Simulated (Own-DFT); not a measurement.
InGa₃As₄ (zincblende random alloy, strained, atoms displaced) (calculated)

A calculation, not a measurement: plane-wave PBEsol density functional theory by an unreviewed code, no spin, of a simulated periodic cell, stress positive in tension, free energy of the whole cell less one offset for each atom, forces on such cells passed a denser k mesh, this cell's mesh not checked; offsets are fitted by least squares, one for each functional and potential file, so energies compare only between cells with the same atoms and settings and are not formation energies; the far tail of each file's local potential was reset to the Coulomb form; each entry is a single point on an unrelaxed cell, so the pressure reflects the starting lattice, mostly measured values, from which strain is counted, and rises with the displacements; printed positions are rounded, which can move forces by about a meV/angstrom; the program is a retired in-house code; no spin-orbit coupling. Program: Own-DFT development build.

```cif
# cell vector a (Å): 11.5784 0.0682 -0.0922
# cell vector b (Å): 0.0682 11.7203 -0.2175
# cell vector c (Å): -0.0922 -0.2175 11.5158
data_InGa3As4
_symmetry_space_group_name_H-M 'P 1'
_symmetry_Int_Tables_number 1
_cell_length_a 11.5790
_cell_length_b 11.7225
_cell_length_c 11.5182
_cell_angle_alpha 92.148
_cell_angle_beta 90.921
_cell_angle_gamma 89.321
_cell_volume 1562.02
loop_
_atom_site_label
_atom_site_type_symbol
_atom_site_fract_x
_atom_site_fract_y
_atom_site_fract_z
_atom_site_occupancy
Ga1 Ga 0.99982 0.99938 0.99832 1
Ga2 Ga 0.00261 0.25132 0.24577 1
Ga3 Ga 0.25314 0.00094 0.25075 1
In1 In 0.25521 0.25171 0.00090 1
As1 As 0.12382 0.11902 0.12254 1
As2 As 0.12358 0.37421 0.37778 1
As3 As 0.37604 0.12798 0.37704 1
As4 As 0.37613 0.37374 0.12774 1
Ga4 Ga 0.99646 0.99942 0.50687 1
Ga5 Ga 0.00367 0.25094 0.75006 1
Ga6 Ga 0.25187 0.00105 0.74863 1
Ga7 Ga 0.24926 0.25077 0.50389 1
As5 As 0.13184 0.11765 0.62640 1
As6 As 0.12593 0.38064 0.87515 1
As7 As 0.36654 0.12731 0.88534 1
As8 As 0.37648 0.37570 0.61906 1
Ga8 Ga 0.99500 0.50123 0.00039 1
Ga9 Ga 0.99933 0.75524 0.24300 1
Ga10 Ga 0.25035 0.50005 0.24304 1
Ga11 Ga 0.24249 0.75128 0.99783 1
As9 As 0.13547 0.62559 0.12526 1
As10 As 0.12480 0.87309 0.37441 1
As11 As 0.37439 0.62841 0.37763 1
As12 As 0.37266 0.87400 0.12053 1
Ga12 Ga 0.99501 0.50705 0.49508 1
In2 In 0.00012 0.75516 0.74990 1
In3 In 0.24771 0.50135 0.74473 1
In4 In 0.24397 0.75563 0.50247 1
As13 As 0.13581 0.62508 0.62958 1
As14 As 0.12332 0.87438 0.88137 1
As15 As 0.37720 0.62453 0.87364 1
As16 As 0.37369 0.87179 0.63810 1
Ga13 Ga 0.49678 0.99593 0.99900 1
Ga14 Ga 0.49564 0.24914 0.25488 1
Ga15 Ga 0.74877 0.99354 0.24550 1
In5 In 0.74970 0.25067 0.99524 1
As17 As 0.62951 0.12516 0.12470 1
As18 As 0.62429 0.37256 0.36668 1
As19 As 0.87825 0.12277 0.38236 1
As20 As 0.87898 0.38082 0.12830 1
Ga16 Ga 0.50048 0.00500 0.49694 1
Ga17 Ga 0.50051 0.24874 0.75097 1
In6 In 0.74821 0.99928 0.74536 1
Ga18 Ga 0.74482 0.24678 0.49934 1
As21 As 0.62386 0.11829 0.62088 1
As22 As 0.62820 0.37591 0.87085 1
As23 As 0.87396 0.12897 0.87799 1
As24 As 0.87724 0.37092 0.62701 1
Ga19 Ga 0.50964 0.49091 0.00800 1
Ga20 Ga 0.50233 0.75591 0.24896 1
In7 In 0.75431 0.49534 0.24858 1
Ga21 Ga 0.75323 0.75162 0.99511 1
As25 As 0.61749 0.62679 0.12548 1
As26 As 0.62577 0.87611 0.37756 1
As27 As 0.86712 0.62666 0.37763 1
As28 As 0.88292 0.87868 0.12942 1
In8 In 0.49441 0.49917 0.49843 1
Ga22 Ga 0.50182 0.74991 0.74908 1
Ga23 Ga 0.74754 0.49368 0.75068 1
Ga24 Ga 0.74677 0.75113 0.49559 1
As29 As 0.62107 0.62223 0.62802 1
As30 As 0.63053 0.87289 0.87395 1
As31 As 0.86826 0.62518 0.87279 1
As32 As 0.87586 0.87155 0.62278 1
_calc_functional 'PBEsol'
_calc_potential_files 'PseudoDojo norm-conserving, scalar-relativistic, made for PBE, standard set'
_calc_wave_cutoff 42  # hartree
_calc_occupations 'Fermi-Dirac'
_calc_smearing_width 0.1  # eV
_calc_hardware 'one NVIDIA H200'
_calc_k_mesh '3 x 3 x 3 centred on Gamma'
_calc_free_energy_of_cell_above_offsets '-4.661'  # eV
_calc_pressure 0.24  # GPa
_calc_stress_xx -0.23  # GPa
_calc_stress_yy 0.16  # GPa
_calc_stress_zz -0.65  # GPa
_calc_stress_yz -1.92  # GPa
_calc_stress_xz -0.98  # GPa
_calc_stress_xy 1.38  # GPa
_calc_wall_time 959.7  # s
```

Force:
```csv
element,x (eV/Å),y (eV/Å),z (eV/Å)
Ga,-0.342,0.193,0.086
Ga,-0.109,-0.419,0.443
Ga,-0.314,-0.205,-0.014
In,-2.38,0.783,0.971
As,-0.039,0.187,0.675
As,0.21,0.28,-0.368
As,-0.246,-0.124,-0.103
As,1.275,0.879,0.837
Ga,0.295,-0.273,-0.462
Ga,0.063,-0.291,0.227
Ga,-0.074,-0.152,0.937
Ga,-0.19,-0.189,-0.166
As,-0.49,0.72,-0.109
As,-1.073,-0.293,0.117
As,2.536,-2.003,-2.534
As,0.003,-1.767,0.791
Ga,0.336,0.355,-0.022
Ga,0.447,-0.871,0.725
Ga,0.189,-0.006,1.1
Ga,0.814,-0.468,-0.015
As,-1.228,0.125,-0.36
As,-0.948,1.499,-0.853
As,-0.085,0.279,-1.843
As,0.203,0.1,0.304
Ga,0.389,-0.25,0.715
In,-0.162,-1.185,0.156
In,0.839,-1.084,1.181
In,0.45,-0.423,0.132
As,-2.466,0.362,-1.762
As,0.911,1.212,0.099
As,0.838,0.569,1.061
As,1.097,1.068,-0.498
Ga,0.293,0.179,0.106
Ga,0.252,-0.345,-0.47
Ga,0.12,0.63,0.734
In,-0.328,0.525,1.237
As,-1.078,-0.654,0.548
As,0.158,-0.976,0.833
As,-0.295,0.149,-0.79
As,1.772,-1.179,-1.225
Ga,-0.638,-0.705,0.254
Ga,-0.456,-0.268,-0.173
In,0.275,-0.115,0.653
Ga,0.14,0.137,-0.067
As,-0.642,1.675,-0.338
As,-0.947,0.442,-0.424
As,2.15,-0.934,-1.044
As,-0.206,0.296,-0.448
Ga,-0.947,0.463,-0.584
Ga,-0.713,-0.322,0.202
In,-1.58,0.899,0.256
Ga,-0.306,-0.047,0.833
As,0.814,0.588,-0.391
As,-0.033,0.195,-0.423
As,1.431,1.069,0.131
As,-0.695,-0.181,-1.043
In,0.525,-0.121,-0.514
Ga,-0.087,-0.32,0.682
Ga,0.166,0.419,-0.356
Ga,-0.273,-0.234,0.765
As,1.281,0.757,0.269
As,-0.968,-0.231,0.525
As,0.25,-0.66,0.336
As,-0.184,0.258,-1.518
```
